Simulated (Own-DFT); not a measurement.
# Computed records: Si3Ge (diamond-structure random alloy, atoms displaced)

A calculation, not a measurement: plane-wave PBE density functional theory by an unreviewed code, no spin, of a simulated periodic cell, stress positive in tension, free energy of the whole cell less one offset for each atom, forces on such cells passed a denser k mesh, this cell's mesh not checked; offsets are fitted by least squares, one for each functional and potential file, so energies compare only between cells with the same atoms and settings and are not formation energies; the far tail of each file's local potential was reset to the Coulomb form; each entry is a single point on an unrelaxed cell, so the pressure reflects the starting lattice, mostly measured values, from which strain is counted, and rises with the displacements; printed positions are rounded, which can move forces by about a meV/angstrom; the program is a retired in-house code; no spin-orbit coupling. Program: Own-DFT development build.

Settings shared by all entries: functional PBE; potential files PseudoDojo norm-conserving, scalar-relativistic, standard set; wave cutoff 42 hartree; occupations Fermi-Dirac; smearing width 0.1 eV; k mesh 3 x 3 x 3 centred on Gamma.

(1) Si3Ge (diamond-structure random alloy, atoms displaced)

```
Si3Ge
1.0
     10.9755     0.0000     0.0000
      0.0000    10.9755     0.0000
      0.0000     0.0000    10.9755
Si Ge Si Ge Si Ge Si Ge Si Ge Si Ge Si Ge Si Ge Si Ge Si Ge Si Ge Si Ge Si Ge Si
4 3 5 1 1 1 2 1 2 1 4 1 2 1 1 1 1 2 1 1 13 1 5 1 3 1 4
Direct
  0.99812 0.00020 0.00454
  0.99449 0.25751 0.24667
  0.25472 0.99928 0.25960
  0.24340 0.24886 0.00101
  0.12656 0.12791 0.12963
  0.13292 0.37284 0.36602
  0.37989 0.12922 0.37643
  0.36629 0.38066 0.11478
  0.99636 0.99793 0.50811
  0.00712 0.25396 0.76174
  0.24977 0.00135 0.74463
  0.24645 0.25274 0.50402
  0.12441 0.12326 0.62689
  0.12866 0.37637 0.87835
  0.37789 0.12802 0.86746
  0.37412 0.37966 0.62803
  0.00070 0.50429 0.00235
  0.99672 0.75275 0.25059
  0.24642 0.49403 0.25359
  0.24619 0.73926 0.99876
  0.12603 0.62804 0.12043
  0.12594 0.87436 0.37604
  0.37032 0.62285 0.38697
  0.37811 0.87035 0.11906
  0.00359 0.50148 0.48778
  0.99353 0.74357 0.75122
  0.24373 0.50675 0.75676
  0.26375 0.74058 0.50312
  0.13493 0.62991 0.62211
  0.13291 0.87684 0.86963
  0.37998 0.62898 0.87280
  0.37502 0.87339 0.62256
  0.50127 0.00340 0.00059
  0.50132 0.25275 0.24881
  0.74685 0.00328 0.25923
  0.75072 0.25977 0.01069
  0.62108 0.11999 0.12871
  0.62603 0.37830 0.37504
  0.87257 0.12317 0.37850
  0.87094 0.38236 0.13280
  0.49382 0.99726 0.49777
  0.50534 0.25357 0.75503
  0.74620 0.00901 0.74691
  0.75182 0.25000 0.49377
  0.61565 0.12245 0.62446
  0.61636 0.37893 0.86669
  0.86819 0.12368 0.88572
  0.87407 0.36881 0.62872
  0.50163 0.50031 0.01212
  0.49406 0.75057 0.24886
  0.75205 0.49508 0.25297
  0.75139 0.74090 0.99878
  0.63923 0.62364 0.12526
  0.62766 0.87815 0.38180
  0.87715 0.61633 0.37240
  0.87748 0.87301 0.14141
  0.50371 0.50558 0.49308
  0.49696 0.74354 0.74775
  0.74668 0.50140 0.74705
  0.74820 0.75209 0.49370
  0.62755 0.62148 0.61912
  0.62273 0.88180 0.87566
  0.87862 0.61727 0.87359
  0.87602 0.86495 0.61631
```

| Property | Result |
| --- | --- |
| free energy of cell above offsets | -2.600 eV |
| pressure | 2.89 GPa |
| stress xx | -2.91 GPa |
| stress yy | -2.94 GPa |
| stress zz | -2.81 GPa |
| stress yz | 0.78 GPa |
| stress xz | -0.09 GPa |
| stress xy | -0.48 GPa |

Force:
```csv
element,x (eV/Å),y (eV/Å),z (eV/Å)
Si,0.416,-0.487,-0.457
Si,0.007,-1.074,0.632
Si,-0.056,-0.507,-1.157
Si,0.922,0.221,-0.621
Ge,-0.496,-0.629,0.332
Ge,-1.698,-0.9,1.312
Ge,-0.931,0.048,0.552
Si,0.265,-0.632,1.153
Si,0.299,-0.216,-1.157
Si,-1.37,-0.78,-0.418
Si,0.722,-0.706,0.149
Si,0.896,-0.049,0.044
Ge,-0.536,0.725,0.1
Si,-0.391,0.563,0.444
Ge,-0.844,0.098,0.695
Si,0.105,0.14,0.069
Si,-0.308,-1.221,-0.176
Ge,1.547,-1.543,1.539
Si,1.619,1.855,-1.276
Si,1.165,2.321,-0.856
Ge,-0.41,-0.836,1.449
Si,0.434,-0.117,0.99
Si,0.887,-1.05,-2.642
Si,-1.529,0.505,0.19
Si,0.185,-0.771,1.758
Ge,1.042,1.049,-0.294
Si,1.038,-0.989,-0.43
Si,-1.596,2.614,-0.002
Ge,-1.553,-0.951,-0.002
Si,-1.124,-0.305,0.992
Ge,-0.402,-1.201,1.126
Si,0.193,-0.056,0.46
Ge,-0.459,-0.476,-0.044
Ge,-0.223,0.742,-0.758
Si,-0.159,-0.137,-0.414
Ge,-1.093,-0.708,-1.016
Si,1.027,0.743,0.308
Si,0.109,-0.289,0.083
Si,0.859,0.357,-0.345
Si,1.244,0.118,-0.837
Si,0.751,-0.111,0.688
Si,-0.878,-0.247,-1.868
Si,0.578,-1.136,0.034
Si,-0.748,-0.098,1.19
Si,0.565,0.709,-0.524
Si,1.138,0.838,1.92
Si,0.795,0.445,-0.688
Si,0.605,0.588,-0.474
Si,0.5,0.365,-1.369
Ge,1.125,-0.542,0.632
Si,-0.539,0.888,0.322
Si,0.5,1.512,-0.556
Si,-1.414,-0.398,0.707
Si,-1.241,0.341,-1.085
Si,-0.423,0.83,-0.109
Ge,-1.884,1.353,-2.504
Si,-0.285,-1.048,1.035
Si,1.417,1.579,-0.707
Si,0.428,-0.496,-0.015
Ge,0.459,-1.309,0.154
Si,-0.375,0.583,0.527
Si,0.737,-1.381,-0.699
Si,-1.081,-0.072,0.396
Si,-0.532,1.34,1.516
```

(2) Si3Ge (diamond-structure random alloy, atoms displaced)

```
Si3Ge
1.0
     10.9755     0.0000     0.0000
      0.0000    10.9755     0.0000
      0.0000     0.0000    10.9755
Si Ge Si Ge Si Ge Si Ge Si Ge Si Ge Si Ge Si Ge Si Ge Si Ge Si Ge Si
6 1 3 1 2 2 6 4 1 1 1 2 1 1 2 1 8 1 2 1 13 1 3
Direct
  0.99481 0.99086 0.00009
  0.99739 0.25373 0.24456
  0.24854 0.99422 0.25671
  0.25383 0.25352 0.99785
  0.13060 0.12334 0.11529
  0.12942 0.37365 0.37094
  0.37887 0.12819 0.37605
  0.37063 0.36899 0.12738
  0.00066 0.00594 0.49879
  0.00718 0.24241 0.75524
  0.24671 0.99601 0.74485
  0.25134 0.24395 0.49722
  0.12808 0.11429 0.61917
  0.13799 0.37070 0.86743
  0.37345 0.12670 0.88002
  0.36873 0.37724 0.61563
  0.00753 0.49885 0.00145
  0.01014 0.74984 0.25506
  0.25032 0.49451 0.24525
  0.24485 0.74991 0.99742
  0.12204 0.62416 0.12891
  0.13332 0.88229 0.37411
  0.37633 0.63172 0.38272
  0.37890 0.87443 0.11389
  0.99444 0.49033 0.49655
  0.99552 0.74359 0.74080
  0.24239 0.49614 0.76351
  0.24281 0.74685 0.49775
  0.12040 0.63050 0.61322
  0.12027 0.87623 0.87212
  0.37402 0.63166 0.87913
  0.37853 0.87060 0.62790
  0.50211 0.00041 0.98987
  0.49742 0.25755 0.25027
  0.75773 0.99854 0.25385
  0.74875 0.24722 0.99214
  0.62189 0.12602 0.12280
  0.61317 0.37156 0.37696
  0.87267 0.11981 0.37743
  0.87555 0.37146 0.13744
  0.49927 0.99759 0.50961
  0.49874 0.23536 0.75310
  0.75205 0.99468 0.74886
  0.74890 0.26405 0.49103
  0.62414 0.12465 0.62360
  0.62130 0.37388 0.88110
  0.88166 0.12471 0.87560
  0.87971 0.36849 0.62456
  0.50080 0.49409 0.98686
  0.50005 0.75701 0.25658
  0.75820 0.50527 0.24219
  0.74857 0.73853 0.00420
  0.62672 0.62185 0.11910
  0.63260 0.86848 0.37416
  0.87272 0.61454 0.38974
  0.87726 0.87441 0.12606
  0.49815 0.50021 0.50575
  0.50318 0.74861 0.74376
  0.75136 0.49860 0.75452
  0.74787 0.75412 0.48816
  0.62403 0.62664 0.63648
  0.62640 0.87705 0.87412
  0.87876 0.63284 0.88042
  0.87402 0.87011 0.63021
```

| Quantity | Value |
| --- | --- |
| free energy of cell above offsets | -1.059 eV |
| pressure | 3.21 GPa |
| stress xx | -3.39 GPa |
| stress yy | -3.31 GPa |
| stress zz | -2.93 GPa |
| stress yz | 0.8 GPa |
| stress xz | 0.66 GPa |
| stress xy | 0.54 GPa |

Force:
```csv
element,x (eV/Å),y (eV/Å),z (eV/Å)
Si,0.754,1.035,0.468
Si,1.331,-1.809,1.075
Si,1.72,2.031,-2.527
Si,-0.218,-0.677,0.87
Si,-0.819,-0.292,0.96
Si,-0.315,-0.705,-0.104
Ge,0.152,-1.051,-0.287
Si,0.74,1.055,-0.826
Si,-0.729,-1.293,0.391
Si,0.199,0.178,-1.69
Ge,0.631,0.385,0.733
Si,-0.786,0.789,0.381
Si,-0.336,1.732,0.23
Ge,-3.254,-1.722,2.623
Ge,-0.398,-0.633,-0.608
Si,0.246,-0.803,1.605
Si,-0.923,-0.378,0.075
Si,-1.553,-0.289,0.219
Si,0.124,1.034,0.542
Si,-0.078,-0.405,0.559
Si,0.824,-0.099,-0.411
Ge,-1.766,-1.126,1.176
Ge,-0.081,-1.117,-1.042
Ge,-0.416,0.136,1.08
Ge,1.365,-0.427,0.434
Si,0.121,0.535,1.057
Ge,2.945,3.195,-3.69
Si,1.21,1.361,0.157
Ge,-0.259,-1.652,1.364
Ge,-0.435,-1.045,-0.286
Si,0.35,-0.416,-0.627
Ge,-0.8,-0.515,-0.776
Si,0.461,0.11,1.047
Si,0.312,-1.226,-0.657
Ge,-1.205,-0.037,-0.909
Si,0.153,0.534,1.647
Si,0.25,0.031,0.044
Si,0.696,2.22,-0.935
Si,0.91,1.719,-0.128
Si,-0.488,0.536,-2.681
Si,0.953,0.042,-1.407
Si,0.3,2.165,-0.966
Si,-0.243,0.786,-0.178
Ge,0.122,-1.916,0.911
Si,0.798,-0.144,0.239
Si,0.826,-1.091,-2.025
Ge,-0.849,-0.726,-0.051
Si,-0.383,0.11,1.523
Si,-1.173,1.082,2.18
Si,0.455,-0.833,-1.335
Si,-1.323,-0.257,1.331
Si,0.296,2.158,-0.433
Si,-1.243,-0.484,1.003
Si,-1.638,1.827,-0.231
Si,-0.357,1.656,-2.347
Si,-0.074,-1.435,0.226
Si,0.278,0.066,-0.126
Si,-0.739,0.658,2.381
Si,0.683,-0.334,0.467
Si,1.062,-1.312,2.473
Ge,1.232,-0.83,-1.971
Si,0.356,-1.043,-0.087
Si,0.162,-1.59,-0.558
Si,-0.139,0.547,-1.574
```
